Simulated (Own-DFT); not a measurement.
# Which defects push the lattice out? C40 NbSi2

No measurement is shown. These are fixed-geometry runs of a retired plane-wave code named Own-DFT, which no person has reviewed; spin and spin-orbit coupling are neglected.

Settings: PBE; PseudoDojo norm-conserving scalar-relativistic files; cutoff 42 hartree; 4 x 4 x 5 k mesh centred on Gamma; cold (Marzari-Vanderbilt) smearing of 0.2 eV.

Known weak points: forces on such cells failed a check on a denser k mesh; stress not checked against mesh or cutoff.

All runs share one cell, with vectors in Å (0.000, 8.324, 0.000); (-9.613, 0.000, 0.000); (0.000, 0.000, 6.586) and a volume of 527.0 Å³. Atoms were moved at random from their sites; u is the rms move along one axis. The defect's site can differ from row to row.

```
cell,formula,u (Å),P (GPa)
no defect,Nb12Si24,0.0199,1.48
no defect,Nb12Si24,0.0200,1.53
no defect,Nb12Si24,0.0463,2.55
one Si vacancy,Nb12Si23,0.0285,1.08
one Si vacancy,Nb12Si23,0.0310,0.96
one Si vacancy,Nb12Si23,0.0510,1.80
two Nb on a Si site each,Nb14Si22,0.0293,7.38
two Nb on a Si site each,Nb14Si22,0.0459,7.95
two Nb on a Si site each,Nb14Si22,0.0489,8.32
two Si on a Nb site each,Nb10Si26,0.0261,1.57
two Si on a Nb site each,Nb10Si26,0.0283,?
two Si on a Nb site each,Nb10Si26,0.0452,2.32
two Si on a Nb site each,Nb10Si26,0.0513,2.33
two Nb vacancies,Nb10Si24,0.0301,-0.19
two Nb vacancies,Nb10Si24,0.0482,0.29
two Nb vacancies,Nb10Si24,0.0484,1.03
```

## Fit

P = P0 + c u² + a shift for each defect gives P0 = 1.34 GPa, c = 519 ± 71 GPa/Å² and a scatter of 0.21 GPa. The shifts, and each times the cell's volume:

- two Nb on a Si site each: 5.61 ± 0.18 GPa, 18.5 eV (9.2 eV for each of its 2 sites)
- two Si on a Nb site each: -0.20 ± 0.18 GPa, -0.7 eV (-0.3 eV for each of its 2 sites) (not resolved)
- one Si vacancy: -0.82 ± 0.17 GPa, -2.7 eV
- two Nb vacancies: -1.93 ± 0.18 GPa, -6.4 eV (-3.2 eV for each of its 2 sites)

Against the defect-free cell, a freed cell would be larger where the shift is positive and smaller where it is negative (160.2 GPa Å³ is 1 eV). The atoms around the defects weren't relaxed, which would change these numbers.

## Check

Asked: what pressure belongs in the blank (two Si on a Nb site each, u = 0.0283 Å)?

Estimate: 1.56 ± 0.25 GPa. Computed: 1.70 GPa.
